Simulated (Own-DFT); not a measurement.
Simulation results for SiC (4H silicon carbide, strained, atoms displaced)

All values are calculated (Own-DFT development build). A calculation, not a measurement: plane-wave PBE density functional theory by an unreviewed code, no spin, of a simulated periodic cell, stress positive in tension, free energy of the whole cell less one offset for each atom, forces on such cells passed a denser k mesh, this cell's mesh not checked; offsets are fitted by least squares, one for each functional and potential file, so energies compare only between cells with the same atoms and settings and are not formation energies; the far tail of each file's local potential was reset to the Coulomb form; each entry is a single point on an unrelaxed cell, so the pressure reflects the starting lattice, mostly measured values (interpolated for alloys), from which strain is counted, and rises with the displacements; printed positions are rounded, which can move forces by about a meV/angstrom; the program, named Own-DFT, is a retired in-house code; no spin-orbit coupling; before rounding, a Quantum ESPRESSO 7.3.1 run of the same cell and cutoff gave forces within 1 meV/angstrom rms on each cell, which checks the program and not the settings.

Settings shared by all entries: functional PBE; potential files PseudoDojo norm-conserving, scalar-relativistic, standard set; wave cutoff 42 hartree; occupations Fermi-Dirac; smearing width 0.1 eV; k mesh 4 x 4 x 3 centred on Gamma.

(1) SiC (4H silicon carbide, strained, atoms displaced)

```cif
# cell vector a (Å): 9.0709 -0.0577 0.0413
# cell vector b (Å): -4.5854 7.9767 0.0644
# cell vector c (Å): 0.0449 0.1069 9.8840
data_SiC
_symmetry_space_group_name_H-M 'P 1'
_symmetry_Int_Tables_number 1
_cell_length_a 9.0712
_cell_length_b 9.2010
_cell_length_c 9.8847
_cell_angle_alpha 89.191
_cell_angle_beta 89.483
_cell_angle_gamma 120.254
_cell_volume 712.45
loop_
_atom_site_label
_atom_site_type_symbol
_atom_site_fract_x
_atom_site_fract_y
_atom_site_fract_z
_atom_site_occupancy
Si1 Si 0.00042 0.00704 0.40227 1
Si2 Si 0.10884 0.21884 0.15708 1
C1 C 0.99475 0.99119 0.09857 1
C2 C 0.11556 0.22103 0.33880 1
Si3 Si 0.00106 0.32758 0.41275 1
Si4 Si 0.10445 0.55658 0.15323 1
C3 C 0.99904 0.34168 0.08832 1
C4 C 0.11411 0.56217 0.34163 1
Si5 Si 0.00319 0.66104 0.40575 1
Si6 Si 0.11291 0.89756 0.15393 1
C5 C 0.99807 0.67189 0.09841 1
C6 C 0.12075 0.89833 0.34045 1
Si7 Si 0.33103 0.99766 0.40877 1
Si8 Si 0.45072 0.22014 0.15370 1
C7 C 0.33823 0.00087 0.08680 1
C8 C 0.44025 0.21672 0.34702 1
Si9 Si 0.33741 0.33752 0.40327 1
Si10 Si 0.44937 0.56281 0.15406 1
C9 C 0.31650 0.32210 0.09111 1
C10 C 0.44901 0.56480 0.34690 1
Si11 Si 0.32801 0.66282 0.40806 1
Si12 Si 0.43901 0.89179 0.15403 1
C11 C 0.32638 0.66849 0.09048 1
C12 C 0.44550 0.88674 0.35053 1
Si13 Si 0.67134 0.00377 0.40633 1
Si14 Si 0.78544 0.22596 0.14907 1
C13 C 0.67878 0.00822 0.09414 1
C14 C 0.78351 0.22042 0.34280 1
Si15 Si 0.67742 0.34268 0.40750 1
Si16 Si 0.77962 0.56124 0.15446 1
C15 C 0.65839 0.32963 0.09966 1
C16 C 0.77771 0.56298 0.35041 1
Si17 Si 0.66911 0.67903 0.40096 1
Si18 Si 0.78452 0.89839 0.15140 1
C17 C 0.66553 0.67195 0.09312 1
C18 C 0.77961 0.89370 0.34515 1
Si19 Si 0.99114 0.99216 0.90040 1
Si20 Si 0.88936 0.77055 0.66661 1
C19 C 0.99863 0.99119 0.58306 1
C20 C 0.89250 0.77902 0.83888 1
Si21 Si 0.00261 0.67682 0.91282 1
Si22 Si 0.87986 0.44150 0.66090 1
C21 C 0.00692 0.67659 0.58762 1
C22 C 0.89792 0.45286 0.84178 1
Si23 Si 0.99727 0.34297 0.90682 1
Si24 Si 0.88429 0.09546 0.65738 1
C23 C 0.00780 0.34053 0.59458 1
C24 C 0.89947 0.11434 0.83775 1
Si25 Si 0.67509 0.00210 0.90302 1
Si26 Si 0.55569 0.77605 0.65237 1
C25 C 0.66088 0.00098 0.59785 1
C26 C 0.56044 0.77579 0.83901 1
Si27 Si 0.66639 0.66598 0.91401 1
Si28 Si 0.54532 0.43567 0.65637 1
C27 C 0.66470 0.67074 0.59573 1
C28 C 0.55531 0.44434 0.85105 1
Si29 Si 0.67091 0.33650 0.90306 1
Si30 Si 0.55375 0.11713 0.66173 1
C29 C 0.67071 0.33773 0.59134 1
C30 C 0.56391 0.11636 0.84967 1
Si31 Si 0.34233 0.00643 0.89897 1
Si32 Si 0.22557 0.77679 0.65488 1
C31 C 0.33189 0.99775 0.59684 1
C32 C 0.22049 0.77138 0.84337 1
Si33 Si 0.33785 0.66131 0.90188 1
Si34 Si 0.21517 0.44622 0.66262 1
C33 C 0.33299 0.66474 0.59131 1
C34 C 0.21667 0.44577 0.84333 1
Si35 Si 0.32743 0.33584 0.90180 1
Si36 Si 0.22326 0.10918 0.65597 1
C35 C 0.34422 0.33376 0.58716 1
C36 C 0.21964 0.10953 0.84608 1
```

* free energy of cell above offsets: -5.229 eV
* pressure: 16.02 GPa
* stress xx: -18.93 GPa
* stress yy: -10.21 GPa
* stress zz: -18.92 GPa
* stress yz: 3.58 GPa
* stress xz: 1.23 GPa
* stress xy: -3.83 GPa

Force:
| element | x (eV/Å) | y (eV/Å) | z (eV/Å) |
| --- | --- | --- | --- |
| Si | 1.611 | -1.792 | -0.395 |
| Si | -1.651 | -0.175 | -0.817 |
| C | 0.465 | 2.482 | -2.691 |
| C | -1.014 | 1.425 | 1.482 |
| Si | 0.055 | 1.186 | -1.778 |
| Si | 0.91 | 0.421 | 0.739 |
| C | 1.421 | -0.543 | 0.743 |
| C | 0.328 | -2.448 | -0.18 |
| Si | -1.76 | 2.527 | -0.512 |
| Si | 1.921 | -0.96 | 1.012 |
| C | 0.338 | 0.422 | -0.921 |
| C | -1.481 | -1.613 | 0.236 |
| Si | 0.965 | 0.421 | -0.08 |
| Si | -3.938 | -1.244 | 1.441 |
| C | -1.216 | 0.57 | 0.083 |
| C | 1.253 | 1.535 | -0.64 |
| Si | 0.626 | -0.2 | -0.605 |
| Si | -2.391 | -1.811 | 0.768 |
| C | 3.158 | 2.484 | -0.254 |
| C | -0.25 | -1.237 | -1.29 |
| Si | 0.695 | 1.032 | -0.686 |
| Si | 1.944 | -0.683 | 0.968 |
| C | 1.575 | 0.168 | 0.041 |
| C | -0.433 | 0.48 | -1.284 |
| Si | -1.065 | -0.592 | 0.497 |
| Si | -1.872 | -0.252 | 1.954 |
| C | -1.634 | -0.823 | -1.114 |
| C | -0.654 | 1.269 | -0.094 |
| Si | -1.06 | -1.718 | -1.334 |
| Si | -1.063 | -1.291 | 1.649 |
| C | 3.443 | 2.662 | -2.119 |
| C | 0.567 | -0.148 | -1.674 |
| Si | 0.846 | -1.299 | 2.208 |
| Si | -1.668 | -1.94 | 2.171 |
| C | 1.194 | 0.464 | 0.848 |
| C | -0.002 | 0.766 | -1.342 |
| Si | 1.476 | 1.382 | 1.529 |
| Si | -0.853 | 0.529 | -5.582 |
| C | -0.23 | 0.812 | 2.895 |
| C | -0.714 | -0.585 | 3.786 |
| Si | 1.076 | -1.001 | -1.063 |
| Si | 2.363 | 1.814 | -2.031 |
| C | -0.086 | -2.048 | 1.91 |
| C | -2.066 | 0.391 | 1.244 |
| Si | 1.575 | -1.749 | -0.858 |
| Si | 0.045 | 1.906 | -1.974 |
| C | -1.8 | -2.232 | 0.703 |
| C | -1.323 | 0.517 | 1.724 |
| Si | -0.389 | -0.602 | 0.286 |
| Si | -0.53 | 0.331 | 0.146 |
| C | 0.595 | 0.213 | -0.415 |
| C | -0.225 | 0.661 | 1.223 |
| Si | 0.017 | -0.089 | -2.731 |
| Si | 2.046 | 3.121 | 0.424 |
| C | 1.462 | -1.261 | -0.438 |
| C | -0.122 | 0.105 | -1.193 |
| Si | -0.371 | 0.04 | 1.632 |
| Si | 0.939 | -0.727 | -1.224 |
| C | -0.975 | -0.745 | 1.298 |
| C | 0.475 | 0.272 | -1.185 |
| Si | -1.135 | -1.764 | 0.886 |
| Si | -0.521 | -0.22 | 0.264 |
| C | 0.432 | 0.54 | 0.248 |
| C | 0.661 | 1.551 | 0.151 |
| Si | -1.403 | 1.425 | 0.694 |
| Si | 2.388 | 0.119 | -1.995 |
| C | -0.133 | -0.097 | 1.071 |
| C | 0.991 | -0.087 | 0.547 |
| Si | 0.437 | -1.268 | 1.176 |
| Si | -0.85 | -0.016 | -0.69 |
| C | -3.655 | -1.192 | 1.253 |
| C | 0.238 | 0.409 | -0.741 |

(2) SiC (4H silicon carbide, strained, atoms displaced)

```cif
# cell vector a (Å): 9.1081 -0.0613 0.1104
# cell vector b (Å): -4.6071 7.9545 -0.0306
# cell vector c (Å): 0.1201 0.0310 10.1519
data_SiC
_symmetry_space_group_name_H-M 'P 1'
_symmetry_Int_Tables_number 1
_cell_length_a 9.1090
_cell_length_b 9.1924
_cell_length_c 10.1527
_cell_angle_alpha 90.379
_cell_angle_beta 88.629
_cell_angle_gamma 120.464
_cell_volume 732.53
loop_
_atom_site_label
_atom_site_type_symbol
_atom_site_fract_x
_atom_site_fract_y
_atom_site_fract_z
_atom_site_occupancy
Si1 Si 0.00508 0.99784 0.40630 1
Si2 Si 0.12191 0.23479 0.16204 1
C1 C 0.99157 0.99483 0.09057 1
C2 C 0.11170 0.22216 0.33844 1
Si3 Si 0.00233 0.34154 0.40821 1
Si4 Si 0.11017 0.55983 0.16327 1
C3 C 0.00626 0.33710 0.10675 1
C4 C 0.11524 0.55625 0.34630 1
Si5 Si 0.99719 0.66331 0.41147 1
Si6 Si 0.10887 0.88983 0.15662 1
C5 C 0.99652 0.66411 0.09328 1
C6 C 0.10639 0.88775 0.35012 1
Si7 Si 0.32725 0.00625 0.40236 1
Si8 Si 0.45395 0.21619 0.15519 1
C7 C 0.34277 0.99944 0.09352 1
C8 C 0.45027 0.22192 0.34837 1
Si9 Si 0.33082 0.32700 0.40396 1
Si10 Si 0.44540 0.55837 0.14569 1
C9 C 0.33639 0.33353 0.09472 1
C10 C 0.44709 0.55845 0.34440 1
Si11 Si 0.34409 0.67824 0.40332 1
Si12 Si 0.43965 0.88431 0.15826 1
C11 C 0.32786 0.65916 0.09293 1
C12 C 0.44982 0.88969 0.34191 1
Si13 Si 0.67760 0.00125 0.41183 1
Si14 Si 0.77715 0.23315 0.15263 1
C13 C 0.66192 0.99297 0.09306 1
C14 C 0.76995 0.21477 0.34204 1
Si15 Si 0.66256 0.33590 0.41989 1
Si16 Si 0.78779 0.56197 0.16054 1
C15 C 0.65471 0.33270 0.09692 1
C16 C 0.78225 0.55991 0.34141 1
Si17 Si 0.67010 0.67160 0.41357 1
Si18 Si 0.77276 0.89110 0.16242 1
C17 C 0.67281 0.67448 0.08888 1
C18 C 0.77496 0.88764 0.34105 1
Si19 Si 0.00415 0.00572 0.90433 1
Si20 Si 0.89662 0.78515 0.65674 1
C19 C 0.00989 0.00469 0.60641 1
C20 C 0.88051 0.77861 0.85239 1
Si21 Si 0.99902 0.66283 0.89880 1
Si22 Si 0.88538 0.44463 0.65248 1
C21 C 0.99896 0.66177 0.59628 1
C22 C 0.88990 0.43825 0.84722 1
Si23 Si 0.99990 0.34031 0.91253 1
Si24 Si 0.88686 0.11186 0.65931 1
C23 C 0.99990 0.34672 0.59784 1
C24 C 0.89097 0.11751 0.84697 1
Si25 Si 0.66721 0.00249 0.90003 1
Si26 Si 0.55276 0.77555 0.66037 1
C25 C 0.65750 0.99137 0.59769 1
C26 C 0.55611 0.77324 0.84021 1
Si27 Si 0.67431 0.66640 0.91189 1
Si28 Si 0.55338 0.44503 0.66444 1
C27 C 0.66347 0.65782 0.59375 1
C28 C 0.55476 0.44402 0.83985 1
Si29 Si 0.66654 0.34357 0.90534 1
Si30 Si 0.55416 0.11026 0.65593 1
C29 C 0.65111 0.33526 0.60284 1
C30 C 0.55721 0.10923 0.84576 1
Si31 Si 0.33536 0.00517 0.90792 1
Si32 Si 0.21595 0.77098 0.65607 1
C31 C 0.33808 0.00389 0.58760 1
C32 C 0.23974 0.78005 0.84834 1
Si33 Si 0.32531 0.66233 0.91197 1
Si34 Si 0.22617 0.44606 0.66183 1
C33 C 0.34260 0.67944 0.60324 1
C34 C 0.21805 0.44666 0.84537 1
Si35 Si 0.33318 0.33032 0.90413 1
Si36 Si 0.22051 0.10830 0.65554 1
C35 C 0.32706 0.33403 0.59439 1
C36 C 0.21819 0.10085 0.84512 1
```

- free energy of cell above offsets: -5.617 eV
- pressure: 9.31 GPa
- stress xx: -15.16 GPa
- stress yy: -10.7 GPa
- stress zz: -2.06 GPa
- stress yz: 2.17 GPa
- stress xz: 4.32 GPa
- stress xy: -3.21 GPa

Force:
| element | x (eV/Å) | y (eV/Å) | z (eV/Å) |
| --- | --- | --- | --- |
| Si | -2.387 | 1.188 | 0.556 |
| Si | -0.739 | -2.672 | -1.673 |
| C | 1.306 | 1.84 | 0.983 |
| C | -0.107 | -0.208 | 2.664 |
| Si | -0.058 | -1.774 | -0.178 |
| Si | 0.124 | -0.466 | -0.559 |
| C | -1.321 | 0.469 | -2.094 |
| C | -0.559 | 1.452 | 0.357 |
| Si | 0.698 | 0.232 | -0.723 |
| Si | -0.179 | 0.158 | -0.421 |
| C | 1.81 | 0.966 | -0.626 |
| C | 1.171 | -0.808 | -1.467 |
| Si | 2.714 | -1.544 | 0.96 |
| Si | -4.466 | -0.477 | 2.051 |
| C | -2.145 | -0.383 | 0.151 |
| C | -1.186 | 0.571 | -1.293 |
| Si | -0.19 | 1.87 | 0.331 |
| Si | 1.016 | -0.301 | 2.215 |
| C | 1.136 | -0.247 | -0.921 |
| C | 0.351 | -0.537 | -0.499 |
| Si | -0.213 | -1.782 | 1.588 |
| Si | 1.445 | -0.149 | -0.251 |
| C | -0.325 | 1.163 | 0.4 |
| C | -1.07 | 1.367 | 0.33 |
| Si | -2.326 | -0.192 | -0.732 |
| Si | 0.627 | -2.548 | 0.989 |
| C | -0.347 | 1.806 | -0.523 |
| C | 0.312 | 2.247 | 1.378 |
| Si | 1.135 | -0.219 | -2.037 |
| Si | -2.957 | -1.055 | -0.595 |
| C | 4.266 | 3.132 | -2.094 |
| C | -0.4 | -0.654 | 1.85 |
| Si | -0.436 | -1.246 | -1.679 |
| Si | 0.47 | -0.02 | -2.1 |
| C | 0.158 | -1.139 | 1.926 |
| C | 1.569 | 0.209 | 2.098 |
| Si | -1.888 | -1.224 | 1.509 |
| Si | -1.31 | -1.958 | 1.256 |
| C | -2.841 | -0.685 | -3.002 |
| C | 4.053 | 0.911 | -2.811 |
| Si | 0.329 | 1.327 | 1.513 |
| Si | -1.247 | -0.516 | 2.036 |
| C | -0.952 | 1.062 | -0.2 |
| C | -1.627 | 1.569 | -1.123 |
| Si | 1.117 | -1.617 | 0.763 |
| Si | -0.098 | 0.809 | 0.245 |
| C | 1.754 | -2.382 | -1.214 |
| C | 0.687 | 0.151 | -0.458 |
| Si | 0.348 | -1.719 | 1.852 |
| Si | 1.36 | -0.308 | 0.348 |
| C | 1.719 | 1.9 | -0.684 |
| C | 0.105 | 0.124 | 1.814 |
| Si | -3.599 | -0.33 | -0.89 |
| Si | -1.961 | 0.34 | -1.605 |
| C | 0.303 | 2.219 | 0.658 |
| C | -0.066 | 0.613 | 1.947 |
| Si | 0.787 | -2.244 | 0.594 |
| Si | -0.425 | -0.24 | 0.793 |
| C | 3.476 | -0.78 | -1.021 |
| C | -0.843 | 1.711 | -0.762 |
| Si | 1.087 | -1.484 | 0.16 |
| Si | 1.52 | 2.074 | 0.846 |
| C | -1.202 | -1.113 | 0.827 |
| C | -4.28 | 0.573 | -1.319 |
| Si | 2.788 | 0.304 | -0.643 |
| Si | -1.434 | 1.194 | -0.705 |
| C | -0.986 | -2.688 | -2.473 |
| C | 1.379 | -0.857 | 0.361 |
| Si | -1.091 | -0.051 | 0.867 |
| Si | 2.289 | 1.544 | 0.904 |
| C | 1.099 | -0.515 | 0.092 |
| C | 0.754 | 2.039 | -0.839 |

(3) SiC (4H silicon carbide, strained, atoms displaced)

```cif
# cell vector a (Å): 9.1180 0.1238 0.0390
# cell vector b (Å): -4.4518 7.8391 0.0970
# cell vector c (Å): 0.0425 0.1464 9.9225
data_SiC
_symmetry_space_group_name_H-M 'P 1'
_symmetry_Int_Tables_number 1
_cell_length_a 9.1189
_cell_length_b 9.0155
_cell_length_c 9.9237
_cell_angle_alpha 88.770
_cell_angle_beta 89.498
_cell_angle_gamma 118.809
_cell_volume 714.53
loop_
_atom_site_label
_atom_site_type_symbol
_atom_site_fract_x
_atom_site_fract_y
_atom_site_fract_z
_atom_site_occupancy
Si1 Si 0.00584 0.00321 0.40557 1
Si2 Si 0.11422 0.22633 0.15467 1
C1 C 0.00149 0.00105 0.09092 1
C2 C 0.10914 0.21517 0.33561 1
Si3 Si 0.00585 0.32287 0.41449 1
Si4 Si 0.11368 0.55935 0.15728 1
C3 C 0.99120 0.32796 0.09072 1
C4 C 0.10783 0.55269 0.34609 1
Si5 Si 0.99784 0.67391 0.40784 1
Si6 Si 0.11524 0.89882 0.15921 1
C5 C 0.01084 0.67314 0.09689 1
C6 C 0.11882 0.88674 0.35568 1
Si7 Si 0.34126 0.99214 0.39756 1
Si8 Si 0.44989 0.22600 0.15023 1
C7 C 0.32519 0.99544 0.09357 1
C8 C 0.44749 0.22114 0.33731 1
Si9 Si 0.32325 0.32463 0.40832 1
Si10 Si 0.44041 0.55568 0.15989 1
C9 C 0.34311 0.34001 0.09306 1
C10 C 0.45214 0.55171 0.34380 1
Si11 Si 0.32734 0.65303 0.41533 1
Si12 Si 0.44936 0.89268 0.15732 1
C11 C 0.33758 0.67785 0.09587 1
C12 C 0.44063 0.89049 0.34760 1
Si13 Si 0.66448 0.00040 0.40097 1
Si14 Si 0.78125 0.22033 0.15137 1
C13 C 0.66614 0.00499 0.09091 1
C14 C 0.77562 0.22639 0.33502 1
Si15 Si 0.66627 0.33611 0.40659 1
Si16 Si 0.78173 0.55159 0.15734 1
C15 C 0.66920 0.33469 0.09673 1
C16 C 0.78632 0.57208 0.35091 1
Si17 Si 0.66872 0.67483 0.40950 1
Si18 Si 0.78268 0.89123 0.15883 1
C17 C 0.66972 0.66522 0.09389 1
C18 C 0.77781 0.89040 0.33843 1
Si19 Si 0.00131 0.00295 0.90764 1
Si20 Si 0.88076 0.77559 0.64567 1
C19 C 0.00942 0.00503 0.59659 1
C20 C 0.89802 0.78246 0.83966 1
Si21 Si 0.00121 0.66769 0.91918 1
Si22 Si 0.89718 0.44948 0.65333 1
C21 C 0.99083 0.66358 0.59659 1
C22 C 0.89578 0.43730 0.84838 1
Si23 Si 0.00253 0.33713 0.90721 1
Si24 Si 0.89819 0.11772 0.65908 1
C23 C 0.99901 0.32785 0.59048 1
C24 C 0.89116 0.12044 0.84229 1
Si25 Si 0.66870 0.99593 0.90546 1
Si26 Si 0.56452 0.78609 0.65960 1
C25 C 0.66113 0.99663 0.59068 1
C26 C 0.56429 0.78210 0.84491 1
Si27 Si 0.66211 0.65430 0.90328 1
Si28 Si 0.55221 0.44877 0.65582 1
C27 C 0.66185 0.66038 0.58944 1
C28 C 0.55955 0.44243 0.84617 1
Si29 Si 0.65828 0.32183 0.91081 1
Si30 Si 0.55583 0.10520 0.65433 1
C29 C 0.67682 0.33034 0.59451 1
C30 C 0.55236 0.10560 0.84707 1
Si31 Si 0.32979 0.99625 0.91029 1
Si32 Si 0.21803 0.77603 0.64484 1
C31 C 0.33542 0.00336 0.58609 1
C32 C 0.21410 0.76953 0.83811 1
Si33 Si 0.32991 0.66524 0.90422 1
Si34 Si 0.22002 0.44806 0.65154 1
C33 C 0.33241 0.66121 0.59677 1
C34 C 0.22152 0.43907 0.83989 1
Si35 Si 0.32444 0.33443 0.90148 1
Si36 Si 0.22316 0.11398 0.65225 1
C35 C 0.33781 0.32909 0.58594 1
C36 C 0.22125 0.11554 0.83822 1
```

- free energy of cell above offsets: -4.815 eV
- pressure: 15.23 GPa
- stress xx: -14.02 GPa
- stress yy: -14.75 GPa
- stress zz: -16.9 GPa
- stress yz: 5.4 GPa
- stress xz: 1.35 GPa
- stress xy: 6.93 GPa

Force:
| element | x (eV/Å) | y (eV/Å) | z (eV/Å) |
| --- | --- | --- | --- |
| Si | -0.342 | -1.431 | 0.489 |
| Si | 0.216 | -0.233 | -1.52 |
| C | -0.32 | 0.866 | 1.033 |
| C | 0.409 | 1.093 | 1.702 |
| Si | -2.919 | 1.118 | -3.807 |
| Si | 0.766 | -0.986 | 0.555 |
| C | 2.503 | 2.028 | 0.529 |
| C | 0.674 | -0.35 | 0.722 |
| Si | 1.492 | -2.374 | 0.526 |
| Si | 0.011 | -1.866 | 0.947 |
| C | -1.756 | 0.08 | 1.348 |
| C | -1.128 | 1.821 | -2.545 |
| Si | -4.156 | 3.724 | 2.424 |
| Si | -0.223 | -0.88 | 1.104 |
| C | 1.501 | 1.706 | 0.388 |
| C | -0.549 | 0.014 | 0.87 |
| Si | 2.332 | 0.527 | -2.589 |
| Si | 1.524 | 0.855 | -0.86 |
| C | -2.196 | -0.502 | -0.874 |
| C | -1.786 | 0.079 | 1.049 |
| Si | 0.169 | 1.296 | -2.605 |
| Si | -0.766 | 0.088 | 0.232 |
| C | 0.206 | -1.819 | -0.726 |
| C | 4.849 | -3.469 | -1.82 |
| Si | -0.261 | 0.776 | 0.235 |
| Si | -1.354 | -0.025 | 0.782 |
| C | 1.096 | -1.001 | 0.467 |
| C | 1.554 | -0.443 | 1.933 |
| Si | 0.25 | 0.402 | -0.279 |
| Si | -0.589 | 1.489 | 0.79 |
| C | 0.321 | -0.284 | -0.849 |
| C | -0.276 | -2.174 | -1.484 |
| Si | -0.134 | -1.251 | -1.836 |
| Si | -0.714 | -0.893 | -2.218 |
| C | -0.501 | 0.22 | -0.004 |
| C | 0.622 | 0.918 | 2.155 |
| Si | -0.129 | -0.523 | -1.708 |
| Si | 1.011 | 0.694 | 2.739 |
| C | -1.84 | -0.685 | -1.567 |
| C | -1.634 | -0.882 | 0.519 |
| Si | -0.034 | -0.765 | -3.771 |
| Si | -1.138 | -1.809 | 1.678 |
| C | 1.551 | 1.163 | -1.559 |
| C | -3.755 | 2.056 | -1.021 |
| Si | 1.315 | -1.337 | 0.044 |
| Si | -1.178 | -2.12 | -0.164 |
| C | 0.674 | 1.723 | 1.346 |
| C | 0.455 | -1.256 | 0.845 |
| Si | -0.179 | 1.143 | 0.055 |
| Si | -0.846 | -1.907 | -0.333 |
| C | 2.336 | 0.94 | -0.414 |
| C | -1.009 | -1.571 | -0.156 |
| Si | 1.266 | 2.69 | 1.135 |
| Si | 2.106 | -2.455 | 0.155 |
| C | -0.532 | 2.216 | 1.122 |
| C | -1.723 | -0.979 | -1.222 |
| Si | 1.904 | 1.17 | -1.026 |
| Si | -1.493 | 1.048 | 0.685 |
| C | -1.717 | 0.57 | 0.148 |
| C | -0.307 | -0.427 | -0.453 |
| Si | -0.301 | -0.472 | -2.043 |
| Si | -0.522 | 0.611 | 1.936 |
| C | 0.527 | -0.53 | 0.635 |
| C | 0.471 | 1.319 | 0.532 |
| Si | 0.737 | 0.489 | -0.09 |
| Si | 1.157 | -2.321 | 0.872 |
| C | 0.259 | 1.849 | 0.006 |
| C | -1.731 | 2.017 | -0.147 |
| Si | 3.379 | -0.881 | 1.177 |
| Si | 1.356 | -0.887 | 0.602 |
| C | -1.549 | 1.395 | 1.983 |
| C | 0.587 | -0.404 | 1.199 |
